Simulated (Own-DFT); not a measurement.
# Computed records: GaAs (zincblende with one plane slipped along a stacking-fault path, atoms displaced)

A calculation, not a measurement: plane-wave PBE density functional theory by an unreviewed code, no spin, of a simulated periodic cell, stress positive in tension, free energy of the whole cell less one offset for each atom, forces on such cells passed a denser k mesh, this cell's mesh not checked; offsets are fitted by least squares, one for each functional and potential file, so energies compare only between cells with the same atoms and settings and are not formation energies; the far tail of each file's local potential was reset to the Coulomb form; each entry is a single point on an unrelaxed cell, so the pressure reflects the starting lattice, mostly measured values (interpolated for alloys), from which strain is counted, and rises with the displacements; printed positions are rounded, which can move forces by about a meV/angstrom; the program, named Own-DFT, is a retired in-house code; no spin-orbit coupling. Program: Own-DFT development build.

Common to all runs: functional PBE; potential files PseudoDojo norm-conserving, scalar-relativistic, standard set; wave cutoff 42 hartree; occupations Fermi-Dirac; smearing width 0.1 eV; k mesh 4 x 4 x 2 centred on Gamma.

(1) GaAs (zincblende with one plane slipped along a stacking-fault path, atoms displaced)

```cif
# cell vector a (Å): 5.6533 -5.6533 0.0000
# cell vector b (Å): 0.0000 5.6533 -5.6533
# cell vector c (Å): 12.2488 12.2488 9.4222
data_GaAs
_symmetry_space_group_name_H-M 'P 1'
_symmetry_Int_Tables_number 1
_cell_length_a 7.9950
_cell_length_b 7.9950
_cell_length_c 19.7191
_cell_angle_alpha 84.183
_cell_angle_beta 90.000
_cell_angle_gamma 120.000
_cell_volume 1084.07
loop_
_atom_site_label
_atom_site_type_symbol
_atom_site_fract_x
_atom_site_fract_y
_atom_site_fract_z
_atom_site_occupancy
Ga1 Ga 0.00554 0.00328 0.00174 1
As1 As 0.97519 0.95832 0.12548 1
Ga2 Ga 0.13211 0.26837 0.16867 1
As2 As 0.10854 0.23630 0.29308 1
Ga3 Ga 0.27489 0.05357 0.33300 1
As3 As 0.25223 0.00814 0.45979 1
Ga4 Ga 0.07912 0.16585 0.49674 1
As4 As 0.06066 0.12138 0.62568 1
Ga5 Ga 0.22435 0.44302 0.66746 1
As5 As 0.20204 0.40312 0.79210 1
Ga6 Ga 0.36019 0.22923 0.83189 1
As6 As 0.33762 0.17855 0.95619 1
Ga7 Ga 0.00349 0.49981 0.99981 1
As7 As 0.97976 0.45851 0.12277 1
Ga8 Ga 0.14206 0.77761 0.16660 1
As8 As 0.12014 0.73846 0.29346 1
Ga9 Ga 0.27867 0.55951 0.33387 1
As9 As 0.25259 0.50703 0.45886 1
Ga10 Ga 0.08152 0.66133 0.50207 1
As10 As 0.05617 0.62114 0.62625 1
Ga11 Ga 0.21882 0.93983 0.66708 1
As11 As 0.20392 0.90156 0.79299 1
Ga12 Ga 0.36166 0.71943 0.83326 1
As12 As 0.34483 0.68047 0.95696 1
Ga13 Ga 0.49919 0.00415 0.99951 1
As13 As 0.47554 0.95921 0.12356 1
Ga14 Ga 0.63535 0.27714 0.16491 1
As14 As 0.62140 0.23385 0.28986 1
Ga15 Ga 0.77518 0.05565 0.33367 1
As15 As 0.75188 0.00956 0.45597 1
Ga16 Ga 0.58080 0.16893 0.49998 1
As16 As 0.56682 0.12926 0.62339 1
Ga17 Ga 0.71773 0.44792 0.66728 1
As17 As 0.70061 0.39922 0.79168 1
Ga18 Ga 0.86593 0.22166 0.83205 1
As18 As 0.83504 0.17980 0.95582 1
Ga19 Ga 0.49860 0.50219 0.99856 1
As19 As 0.47457 0.45838 0.12400 1
Ga20 Ga 0.63766 0.78178 0.16694 1
As20 As 0.61379 0.72884 0.28985 1
Ga21 Ga 0.77619 0.55085 0.33342 1
As21 As 0.74955 0.50705 0.45761 1
Ga22 Ga 0.58275 0.66482 0.50249 1
As22 As 0.56183 0.62336 0.62246 1
Ga23 Ga 0.72132 0.95237 0.66682 1
As23 As 0.70562 0.90477 0.79424 1
Ga24 Ga 0.86317 0.72959 0.83087 1
As24 As 0.83308 0.68098 0.95741 1
```

* free energy of cell above offsets: -19.275 eV
* pressure: 3.54 GPa
* stress xx: -3.41 GPa
* stress yy: -3.47 GPa
* stress zz: -3.75 GPa
* stress yz: -0.33 GPa
* stress xz: -0.36 GPa
* stress xy: -0.07 GPa

Force:
```tsv
element	x (eV/Å)	y (eV/Å)	z (eV/Å)
Ga	-0.776	0.066	-0.036
As	0.174	-0.33	0.328
Ga	0.12	0.176	-0.583
As	0.467	-0.491	-0.108
Ga	0.291	0.29	-0.359
As	-0.085	-0.169	-0.168
Ga	0.194	0.148	0.622
As	-0.142	-0.099	-0.323
Ga	-0.343	-0.017	-0.069
As	-0.181	-0.055	-0.358
Ga	0.179	-0.475	0.474
As	0.269	0.233	-0.195
Ga	-0.554	-0.023	-0.369
As	0.255	0.258	0.399
Ga	-0.299	0.334	0.223
As	-0.559	-0.24	-0.046
Ga	-0.086	-0.114	0.204
As	0.33	0.12	-0.469
Ga	-0.395	-0.053	-0.027
As	0.306	-0.197	0.137
Ga	0.292	-0.08	-0.163
As	-0.091	-0.023	-0.359
Ga	0.181	0.107	-0.16
As	-0.171	0.601	-0.11
Ga	-0.208	-0.305	0.127
As	0.244	-0.119	-0.018
Ga	0.123	-0.003	-0.3
As	-0.384	0.433	-0.016
Ga	-0.493	-0.442	0.347
As	0.246	0.538	0.283
Ga	-0.209	-0.44	0.305
As	-0.203	0.618	0.253
Ga	0.067	-0.237	0.288
As	0.129	0.197	-0.306
Ga	-0.072	0.44	-0.052
As	0.706	-0.032	0.125
Ga	0.053	-0.139	0.495
As	0.079	0.14	0.065
Ga	-0.421	-0.268	0.12
As	0.51	0.316	-0.157
Ga	-0.113	-0.112	-0.166
As	0.494	0.179	-0.398
Ga	-0.731	-0.559	-0.427
As	0.655	1.058	0.123
Ga	0.16	-0.314	0.545
As	-0.961	-0.169	-0.349
Ga	0.301	-0.299	0.756
As	0.653	-0.448	-0.127
```

(2) GaAs (zincblende with one plane slipped along a stacking-fault path, atoms displaced)

```cif
# cell vector a (Å): 5.6533 -5.6533 0.0000
# cell vector b (Å): 0.0000 5.6533 -5.6533
# cell vector c (Å): 12.2488 12.2488 9.4222
data_GaAs
_symmetry_space_group_name_H-M 'P 1'
_symmetry_Int_Tables_number 1
_cell_length_a 7.9950
_cell_length_b 7.9950
_cell_length_c 19.7191
_cell_angle_alpha 84.183
_cell_angle_beta 90.000
_cell_angle_gamma 120.000
_cell_volume 1084.07
loop_
_atom_site_label
_atom_site_type_symbol
_atom_site_fract_x
_atom_site_fract_y
_atom_site_fract_z
_atom_site_occupancy
Ga1 Ga 0.00160 0.00992 0.99871 1
As1 As 0.97809 0.95294 0.12626 1
Ga2 Ga 0.14530 0.27865 0.16423 1
As2 As 0.11819 0.23386 0.29328 1
Ga3 Ga 0.28202 0.05803 0.33613 1
As3 As 0.25841 0.01110 0.45602 1
Ga4 Ga 0.08327 0.16708 0.49950 1
As4 As 0.06526 0.12606 0.62407 1
Ga5 Ga 0.22271 0.44167 0.67009 1
As5 As 0.20155 0.40498 0.79244 1
Ga6 Ga 0.36089 0.22277 0.83132 1
As6 As 0.34471 0.18072 0.95654 1
Ga7 Ga 0.99900 0.49531 0.99824 1
As7 As 0.98223 0.45756 0.12686 1
Ga8 Ga 0.14120 0.77294 0.16663 1
As8 As 0.11624 0.73852 0.29058 1
Ga9 Ga 0.28034 0.55838 0.33404 1
As9 As 0.26070 0.51492 0.45638 1
Ga10 Ga 0.08422 0.67094 0.50024 1
As10 As 0.06257 0.63018 0.62448 1
Ga11 Ga 0.22197 0.95081 0.66898 1
As11 As 0.19504 0.90179 0.79145 1
Ga12 Ga 0.35181 0.72209 0.83303 1
As12 As 0.33550 0.67327 0.95794 1
Ga13 Ga 0.50467 0.00190 0.99958 1
As13 As 0.48165 0.95912 0.12491 1
Ga14 Ga 0.64495 0.28015 0.16786 1
As14 As 0.61793 0.22890 0.29406 1
Ga15 Ga 0.77861 0.05489 0.33432 1
As15 As 0.75454 0.01022 0.45798 1
Ga16 Ga 0.58279 0.16953 0.50099 1
As16 As 0.56392 0.12493 0.62376 1
Ga17 Ga 0.72446 0.44104 0.66451 1
As17 As 0.69816 0.40071 0.79288 1
Ga18 Ga 0.86243 0.22400 0.83262 1
As18 As 0.83742 0.17605 0.95777 1
Ga19 Ga 0.50439 0.49250 0.00389 1
As19 As 0.48688 0.46541 0.12401 1
Ga20 Ga 0.63799 0.78057 0.16739 1
As20 As 0.62124 0.73962 0.29363 1
Ga21 Ga 0.78034 0.55701 0.33289 1
As21 As 0.74736 0.50946 0.45854 1
Ga22 Ga 0.58525 0.66414 0.50273 1
As22 As 0.56381 0.61890 0.62530 1
Ga23 Ga 0.72515 0.94617 0.66445 1
As23 As 0.70608 0.90306 0.79241 1
Ga24 Ga 0.86141 0.73243 0.83299 1
As24 As 0.83855 0.67600 0.96065 1
```

- free energy of cell above offsets: -19.170 eV
- pressure: 3.58 GPa
- stress xx: -3.46 GPa
- stress yy: -3.54 GPa
- stress zz: -3.73 GPa
- stress yz: -0.31 GPa
- stress xz: -0.35 GPa
- stress xy: 0.01 GPa

Force:
```tsv
element	x (eV/Å)	y (eV/Å)	z (eV/Å)
Ga	0.423	-0.459	0.812
As	-0.062	-0.185	-0.433
Ga	0.24	0.251	0.492
As	-0.056	-0.274	-0.52
Ga	-0.797	-0.447	-0.31
As	0.579	0.874	0.304
Ga	-0.14	-0.3	-0.167
As	0.044	0.292	-0.133
Ga	-0.511	-0.126	-0.582
As	0.051	0.025	0.169
Ga	0.126	0.165	0.144
As	-0.066	0.248	0.145
Ga	0.267	0.408	0.206
As	-0.391	-0.516	-0.168
Ga	0.031	0.205	-0.301
As	0.503	-0.098	0.068
Ga	-0.489	-0.19	-0.17
As	0.311	0.681	0.336
Ga	-0.397	-0.426	0.323
As	0.579	-0.165	0.231
Ga	-0.208	-0.607	-0.008
As	0.326	0.033	-0.117
Ga	0.625	-0.289	-0.132
As	0.614	-0.131	-0.114
Ga	-0.492	0.043	0.527
As	-0.085	0.174	-0.216
Ga	-0.133	0.186	0.207
As	-0.163	0.111	-0.682
Ga	0.206	-0.184	-0.076
As	0.315	0.382	0.106
Ga	-0.32	-0.538	0.142
As	0.02	0.275	0.464
Ga	0.43	0.353	0.236
As	0.05	-0.287	-0.656
Ga	-0.125	0.087	0.113
As	-0.052	0.03	-0.447
Ga	-0.869	-0.178	-0.68
As	0.39	0.313	0.754
Ga	0.325	0.03	0.077
As	-0.452	-0.356	0.029
Ga	-0.172	-0.004	0.251
As	0.606	-0.389	-0.387
Ga	-0.517	0.078	-0.295
As	0.12	0.6	0.044
Ga	0.154	0.052	0.418
As	-1.028	0.558	-0.453
Ga	0.169	-0.223	1.173
As	0.018	-0.083	-0.726
```

(3) GaAs (zincblende with one plane slipped along a stacking-fault path, atoms displaced)

```cif
# cell vector a (Å): 5.6533 -5.6533 0.0000
# cell vector b (Å): 0.0000 5.6533 -5.6533
# cell vector c (Å): 12.2488 12.2488 9.4222
data_GaAs
_symmetry_space_group_name_H-M 'P 1'
_symmetry_Int_Tables_number 1
_cell_length_a 7.9950
_cell_length_b 7.9950
_cell_length_c 19.7191
_cell_angle_alpha 84.183
_cell_angle_beta 90.000
_cell_angle_gamma 120.000
_cell_volume 1084.07
loop_
_atom_site_label
_atom_site_type_symbol
_atom_site_fract_x
_atom_site_fract_y
_atom_site_fract_z
_atom_site_occupancy
Ga1 Ga 0.99312 0.99925 0.00128 1
As1 As 0.97964 0.95835 0.12756 1
Ga2 Ga 0.14274 0.27921 0.16709 1
As2 As 0.11400 0.23120 0.29465 1
Ga3 Ga 0.27886 0.05586 0.33172 1
As3 As 0.25547 0.01677 0.45647 1
Ga4 Ga 0.08916 0.16817 0.49846 1
As4 As 0.05997 0.11810 0.62457 1
Ga5 Ga 0.22482 0.44868 0.66604 1
As5 As 0.20869 0.40420 0.78975 1
Ga6 Ga 0.35503 0.21956 0.83449 1
As6 As 0.33682 0.17032 0.96076 1
Ga7 Ga 0.99991 0.50356 0.00168 1
As7 As 0.98127 0.46219 0.12594 1
Ga8 Ga 0.14328 0.76870 0.16713 1
As8 As 0.11614 0.73030 0.29106 1
Ga9 Ga 0.28559 0.55808 0.33173 1
As9 As 0.25723 0.51499 0.45667 1
Ga10 Ga 0.07944 0.66905 0.50126 1
As10 As 0.06327 0.62007 0.62623 1
Ga11 Ga 0.22042 0.94565 0.66887 1
As11 As 0.19901 0.90333 0.79497 1
Ga12 Ga 0.36328 0.72039 0.83138 1
As12 As 0.33428 0.68245 0.95839 1
Ga13 Ga 0.50961 0.00355 0.00004 1
As13 As 0.47747 0.95825 0.12616 1
Ga14 Ga 0.63906 0.27431 0.16480 1
As14 As 0.61584 0.24177 0.28872 1
Ga15 Ga 0.77422 0.05130 0.33238 1
As15 As 0.75819 0.01335 0.46068 1
Ga16 Ga 0.58370 0.16845 0.49995 1
As16 As 0.56157 0.12213 0.62403 1
Ga17 Ga 0.72493 0.44635 0.66375 1
As17 As 0.71780 0.41491 0.79174 1
Ga18 Ga 0.86154 0.21613 0.83573 1
As18 As 0.83505 0.17806 0.96030 1
Ga19 Ga 0.50081 0.49704 0.99896 1
As19 As 0.47976 0.45536 0.12643 1
Ga20 Ga 0.63759 0.78228 0.16474 1
As20 As 0.61556 0.73628 0.29009 1
Ga21 Ga 0.78584 0.55318 0.33238 1
As21 As 0.75703 0.50960 0.45880 1
Ga22 Ga 0.58665 0.66334 0.49909 1
As22 As 0.56421 0.62145 0.62524 1
Ga23 Ga 0.71941 0.94435 0.66560 1
As23 As 0.70572 0.91012 0.79150 1
Ga24 Ga 0.86717 0.72775 0.83512 1
As24 As 0.84072 0.67580 0.95913 1
```

- free energy of cell above offsets: -19.129 eV
- pressure: 3.58 GPa
- stress xx: -3.54 GPa
- stress yy: -3.6 GPa
- stress zz: -3.58 GPa
- stress yz: -0.07 GPa
- stress xz: 0.22 GPa
- stress xy: 0.2 GPa

Force:
```tsv
element	x (eV/Å)	y (eV/Å)	z (eV/Å)
Ga	0.327	-0.199	0.356
As	-0.027	-0.415	0.04
Ga	0.038	0.32	0.278
As	-0.245	-0.284	-0.58
Ga	-0.129	-0.097	0.151
As	0.312	-0.397	0.28
Ga	-0.073	0.454	-0.033
As	0.132	0.305	-0.48
Ga	-0.148	-0.594	0.513
As	-0.258	0.531	0.362
Ga	0.959	-0.429	-0.395
As	-0.198	0.213	-0.456
Ga	0.008	-0.273	0.271
As	-0.308	-0.541	0.522
Ga	-0.161	0.878	-0.506
As	0.513	-0.152	-0.375
Ga	-0.297	0.282	0.402
As	0.238	0.325	-0.036
Ga	0.269	-0.455	-0.07
As	0.037	0.279	-0.613
Ga	0.077	-0.202	0.256
As	0.064	-0.717	-0.3
Ga	0.222	0.376	0.01
As	0.391	-0.668	0.041
Ga	-0.623	0.491	0.709
As	-0.246	-0.406	-0.244
Ga	0.244	0.292	-0.198
As	0.312	-0.375	0.536
Ga	0.014	0.607	0
As	-0.342	-0.274	-0.213
Ga	-0.277	-0.21	0.323
As	0	0.465	0.054
Ga	0.371	0.197	0.683
As	-0.796	0.055	0.653
Ga	0.153	0.202	-0.854
As	0.61	-0.372	-0.677
Ga	-0.252	0.412	0.126
As	-0.156	-0.133	-0.537
Ga	0.265	-0.228	0.386
As	0.476	-0.608	0.04
Ga	-0.446	0.734	-0.039
As	-0.095	-0.138	-0.366
Ga	-0.215	0.377	-0.051
As	-0.177	0.173	-0.301
Ga	0.221	-0.166	0.156
As	-0.239	-0.374	0.446
Ga	-0.436	0.227	0.073
As	-0.107	0.515	-0.343
```

(4) GaAs (zincblende with one plane slipped along a stacking-fault path, atoms displaced)

```cif
# cell vector a (Å): 5.6533 -5.6533 0.0000
# cell vector b (Å): 0.0000 5.6533 -5.6533
# cell vector c (Å): 12.2488 12.2488 9.4222
data_GaAs
_symmetry_space_group_name_H-M 'P 1'
_symmetry_Int_Tables_number 1
_cell_length_a 7.9950
_cell_length_b 7.9950
_cell_length_c 19.7191
_cell_angle_alpha 84.183
_cell_angle_beta 90.000
_cell_angle_gamma 120.000
_cell_volume 1084.07
loop_
_atom_site_label
_atom_site_type_symbol
_atom_site_fract_x
_atom_site_fract_y
_atom_site_fract_z
_atom_site_occupancy
Ga1 Ga 0.99863 0.00089 0.99904 1
As1 As 0.97926 0.95201 0.12664 1
Ga2 Ga 0.13719 0.27701 0.16815 1
As2 As 0.12122 0.23694 0.29204 1
Ga3 Ga 0.27941 0.05451 0.33609 1
As3 As 0.25598 0.01097 0.45955 1
Ga4 Ga 0.08074 0.16340 0.49817 1
As4 As 0.06950 0.13437 0.62155 1
Ga5 Ga 0.22618 0.44712 0.66349 1
As5 As 0.20042 0.39796 0.79268 1
Ga6 Ga 0.36445 0.22321 0.83271 1
As6 As 0.33472 0.17782 0.96165 1
Ga7 Ga 0.99960 0.50295 0.99760 1
As7 As 0.98603 0.46615 0.12326 1
Ga8 Ga 0.13386 0.77207 0.16904 1
As8 As 0.11469 0.73212 0.29206 1
Ga9 Ga 0.28103 0.54537 0.33298 1
As9 As 0.25881 0.51850 0.45813 1
Ga10 Ga 0.08695 0.66939 0.50031 1
As10 As 0.06351 0.63008 0.62540 1
Ga11 Ga 0.22888 0.95288 0.66466 1
As11 As 0.19834 0.90745 0.79118 1
Ga12 Ga 0.36278 0.72534 0.82845 1
As12 As 0.33716 0.68310 0.95665 1
Ga13 Ga 0.49339 0.99312 0.00011 1
As13 As 0.48338 0.95639 0.12428 1
Ga14 Ga 0.64037 0.27538 0.16427 1
As14 As 0.61734 0.23766 0.29519 1
Ga15 Ga 0.77346 0.04611 0.33266 1
As15 As 0.75000 0.00873 0.45746 1
Ga16 Ga 0.58171 0.15854 0.49985 1
As16 As 0.56164 0.12456 0.62714 1
Ga17 Ga 0.71857 0.44615 0.66520 1
As17 As 0.70486 0.40291 0.79140 1
Ga18 Ga 0.86179 0.22188 0.83546 1
As18 As 0.83778 0.18709 0.95688 1
Ga19 Ga 0.49893 0.50255 0.00252 1
As19 As 0.48607 0.46013 0.12383 1
Ga20 Ga 0.63955 0.77322 0.16763 1
As20 As 0.60861 0.73878 0.29010 1
Ga21 Ga 0.78781 0.56234 0.33362 1
As21 As 0.76005 0.51139 0.45804 1
Ga22 Ga 0.58420 0.66895 0.49911 1
As22 As 0.56218 0.62672 0.62538 1
Ga23 Ga 0.72194 0.94391 0.66680 1
As23 As 0.69475 0.89574 0.79094 1
Ga24 Ga 0.86429 0.73273 0.83445 1
As24 As 0.83435 0.67802 0.95873 1
```

* free energy of cell above offsets: -19.106 eV
* pressure: 3.6 GPa
* stress xx: -3.58 GPa
* stress yy: -3.63 GPa
* stress zz: -3.59 GPa
* stress yz: -0.21 GPa
* stress xz: 0.24 GPa
* stress xy: -0.18 GPa

Force:
```tsv
element	x (eV/Å)	y (eV/Å)	z (eV/Å)
Ga	-0.134	0.434	0.242
As	-0.16	0.213	-0.538
Ga	-0.092	-0.474	-0.275
As	-0.384	-0.165	0.647
Ga	-0.373	-0.285	-0.089
As	0.005	0.12	-0.163
Ga	-0.103	0.135	-0.362
As	-0.206	0.225	0.712
Ga	0.166	0.755	0.308
As	-0.353	-0.202	-0.454
Ga	0.446	0.297	0.179
As	0.031	-0.452	-0.592
Ga	0.193	0.174	0.011
As	-0.286	-0.188	0.566
Ga	0.381	-0.301	-0.534
As	0.827	-0.355	-0.193
Ga	-0.202	0.998	-0.282
As	-0.139	-0.314	0.349
Ga	-0.197	0.12	0.302
As	-0.016	-0.06	0.133
Ga	-0.281	0.503	0.425
As	0.028	-0.441	-0.068
Ga	-0.196	0.592	0.594
As	-0.076	-0.588	0.031
Ga	0.19	0.133	-0.363
As	-0.203	0.272	0.368
Ga	0.556	0.239	0.224
As	-0.28	-0.674	-0.448
Ga	0.192	0.391	-0.678
As	0.415	-0.335	-0.203
Ga	0.211	0.531	-0.247
As	0.038	-0.566	-0.437
Ga	0.491	0.011	0.149
As	0.105	0.214	-0.323
Ga	-0.553	-0.45	-0.172
As	0.23	0.067	0.845
Ga	-0.662	-0.208	-0.213
As	-0.074	0.616	0.625
Ga	-0.136	-0.099	-0.36
As	0.658	-0.86	0.504
Ga	-0.813	0.538	0.163
As	0.027	0.343	0.138
Ga	0.122	-0.288	0.481
As	-0.061	-0.229	-0.333
Ga	0.323	-0.182	-0.281
As	0.581	0.113	-0.709
Ga	-0.356	-0.377	0.589
As	0.118	0.059	-0.265
```

(5) GaAs (zincblende with one plane slipped along a stacking-fault path, atoms displaced)

```cif
# cell vector a (Å): 5.6533 -5.6533 0.0000
# cell vector b (Å): 0.0000 5.6533 -5.6533
# cell vector c (Å): 12.2488 12.2488 9.4222
data_GaAs
_symmetry_space_group_name_H-M 'P 1'
_symmetry_Int_Tables_number 1
_cell_length_a 7.9950
_cell_length_b 7.9950
_cell_length_c 19.7191
_cell_angle_alpha 84.183
_cell_angle_beta 90.000
_cell_angle_gamma 120.000
_cell_volume 1084.07
loop_
_atom_site_label
_atom_site_type_symbol
_atom_site_fract_x
_atom_site_fract_y
_atom_site_fract_z
_atom_site_occupancy
Ga1 Ga 0.99817 0.00027 0.00086 1
As1 As 0.97157 0.95394 0.12337 1
Ga2 Ga 0.14893 0.28108 0.16785 1
As2 As 0.12294 0.23791 0.29128 1
Ga3 Ga 0.27735 0.05706 0.33227 1
As3 As 0.26358 0.01993 0.46025 1
Ga4 Ga 0.07983 0.16156 0.50096 1
As4 As 0.06259 0.12941 0.62498 1
Ga5 Ga 0.22085 0.43839 0.66852 1
As5 As 0.20319 0.40828 0.79352 1
Ga6 Ga 0.36406 0.21770 0.83215 1
As6 As 0.33950 0.18072 0.95838 1
Ga7 Ga 0.00026 0.49777 0.00134 1
As7 As 0.97510 0.45125 0.12624 1
Ga8 Ga 0.13759 0.77548 0.16683 1
As8 As 0.12463 0.73939 0.29062 1
Ga9 Ga 0.27511 0.55371 0.32998 1
As9 As 0.25949 0.52132 0.45484 1
Ga10 Ga 0.07882 0.66274 0.50109 1
As10 As 0.07235 0.62935 0.62608 1
Ga11 Ga 0.22121 0.93746 0.66706 1
As11 As 0.19740 0.91171 0.78832 1
Ga12 Ga 0.36380 0.71920 0.83187 1
As12 As 0.34319 0.67116 0.95938 1
Ga13 Ga 0.49730 0.00209 0.99951 1
As13 As 0.48199 0.95758 0.12581 1
Ga14 Ga 0.63848 0.28060 0.16549 1
As14 As 0.62395 0.24586 0.29205 1
Ga15 Ga 0.77344 0.05016 0.33385 1
As15 As 0.75278 0.01415 0.46102 1
Ga16 Ga 0.57618 0.16132 0.50071 1
As16 As 0.56406 0.12554 0.62440 1
Ga17 Ga 0.73375 0.45810 0.66452 1
As17 As 0.70086 0.40172 0.79039 1
Ga18 Ga 0.85594 0.22238 0.83324 1
As18 As 0.84728 0.18640 0.95835 1
Ga19 Ga 0.49698 0.49975 0.00158 1
As19 As 0.47799 0.46706 0.12628 1
Ga20 Ga 0.64220 0.78191 0.16505 1
As20 As 0.61488 0.73559 0.29169 1
Ga21 Ga 0.77873 0.55366 0.33106 1
As21 As 0.75272 0.50962 0.45620 1
Ga22 Ga 0.58415 0.66534 0.50285 1
As22 As 0.55764 0.62615 0.62236 1
Ga23 Ga 0.72542 0.94200 0.66645 1
As23 As 0.70238 0.90634 0.79464 1
Ga24 Ga 0.86115 0.71987 0.83483 1
As24 As 0.84728 0.67705 0.95882 1
```

* free energy of cell above offsets: -18.963 eV
* pressure: 3.63 GPa
* stress xx: -3.77 GPa
* stress yy: -3.68 GPa
* stress zz: -3.43 GPa
* stress yz: -0.02 GPa
* stress xz: 0.07 GPa
* stress xy: -0.41 GPa

Force:
```tsv
element	x (eV/Å)	y (eV/Å)	z (eV/Å)
Ga	-0.212	-0.459	-0.084
As	1.075	-0.083	-0.243
Ga	-0.86	0.155	0.381
As	-0.526	0.231	0.426
Ga	0.614	0.006	0.1
As	-1.202	-0.125	0.395
Ga	0.033	0.104	-0.799
As	0.157	-0.451	0.535
Ga	0.266	0.247	-0.128
As	-0.408	-0.614	0.561
Ga	0.063	0.679	-0.334
As	-0.109	0.013	-0.053
Ga	0.429	-0.145	-0.031
As	0.341	-0.122	-0.284
Ga	-0.238	-0.155	-0.191
As	-0.354	0.344	0.049
Ga	0.394	0.172	0.038
As	0.208	0.07	0.701
Ga	-0.111	-0.174	-0.408
As	-0.416	-0.292	0.286
Ga	0.041	0.214	-1.038
As	0.511	-0.37	1.141
Ga	0.062	0.984	-0.409
As	-0.488	0.694	-0.925
Ga	0.262	-0.442	0.243
As	-0.468	0.297	-0.299
Ga	-0.03	0.285	0.238
As	-0.668	-0.668	0.628
Ga	0.321	0.199	-0.294
As	-0.138	-0.58	-0.038
Ga	0.639	-0.018	-0.398
As	0.423	0.377	0.07
Ga	-0.457	0.018	0.46
As	0.004	0.105	-0.367
Ga	0.517	-0.015	-0.184
As	-0.593	0.109	0.377
Ga	0.524	-0.743	0.136
As	0.118	-0.844	0.157
Ga	0.263	0.582	0.307
As	-0.016	-0.503	-0.153
Ga	0.465	0.48	-0.572
As	0.341	0.28	0.055
Ga	-0.857	-0.674	-0.632
As	0.863	0.372	0.738
Ga	-0.027	0.5	0.01
As	-0.316	-0.731	-0.002
Ga	-0.154	0.004	-0.107
As	-0.286	0.686	-0.06
```
